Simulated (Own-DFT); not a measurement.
# Hybrid less PBE against volume: monoclinic HfO2, 94 atoms (Hf32O62), with two O vacancies

All values are computed. Each geometry was run twice at fixed positions with Own-DFT, a retired in-house plane-wave program that no person has reviewed: with PBE, and with HSE06 (exact exchange share 0.25 at short range, screening 0.11 per bohr, Gygi-Baldereschi treatment of its divergence). Both used PseudoDojo norm-conserving files made for PBE, a cutoff of 48 hartree, the Gamma point alone, fixed occupations, a neutral cell and no spin. One k point on a cell 10.1 Å thick isn't converged, and results move with the size of the cell. The hafnium file keeps the 4f electrons in the core, and its forces lie about 75 meV/Å off all-electron values. The oxygen file's force components were 24 meV/Å off all-electron values in a glass.

Unstrained cell vectors in Å: (10.234, 0.000, 0.000); (0.000, 10.350, 0.000); (-1.696, 0.000, 10.445), volume V0 = 1106.4 Å³, from measured lattice constants. Each geometry has its own random strain of a few per cent, its own defect sites and random moves of rms u per axis. HSE06 gave the energy alone. D is its energy less that of PBE, over the lowest D shown. The PBE stress wasn't checked against mesh or cutoff.

| run | V - V0 (Å³) | u (Å) | P with PBE (GPa) | D (eV) |
|---|---|---|---|---|
| 1 | -28.9 | 0.0300 | 11.13 | 0.201 |
| 2 | 9.2 | 0.0290 | 1.97 | 1.112 |
| 3 | 15.2 | 0.0495 | 0.79 | 1.479 |
| 4 | 18.4 | 0.0304 | 1.00 | 1.221 |
| 5 | -4.4 | 0.0475 | 6.41 | 0.824 |
| 6 | -37.9 | 0.0317 | 12.86 | 0.000 |
| 7 | 7.6 | 0.0493 | 4.37 | 1.094 |
| 8 | 1.0 | 0.0512 | 5.54 | 1.067 |
| 9 | -16.5 | 0.0532 | 9.62 | 0.718 |
| 10 | 2.2 | 0.0495 | 5.26 | 1.008 |
| 11 | 13.8 | 0.0322 | 0.86 | 1.194 |
| 12 | -35.3 | 0.0500 | 13.54 | 0.204 |
| 13 | -15.4 | 0.0499 | 8.04 | ? |

## What the rows give

D = 0.76 + 0.0229 (V - V0) + 101 u² eV, with an error of 0.0010 on the volume slope, 24 on the last term and a scatter of 0.07 eV. Pressure is -dE/dV, and 1 eV/Å³ is 160.2 GPa, so HSE06 changes the pressure by -3.7 ± 0.2 GPa. With the ions held to the strained lattice, the PBE pressure falls by 253 ± 10 GPa per unit of volume strain; the shape of the strain isn't fitted, so the true error is larger, and a relaxed crystal would be softer. On that slope HSE06's volume at a given pressure is about 1.4 % smaller, or 0.5 % in lengths. At u = 0 and V0 the PBE pressure is 3.7 GPa, which puts the zero-pressure volume, against the measured cell and with the defects in, at +1.5 % for PBE and +0.0 % for HSE06, each good to a few tenths of a per cent.

## The run left out

Q: what D should run 13 give?

From the fit: 0.66 eV, with rows scattering by 0.07. The calculation gave 0.641 eV.
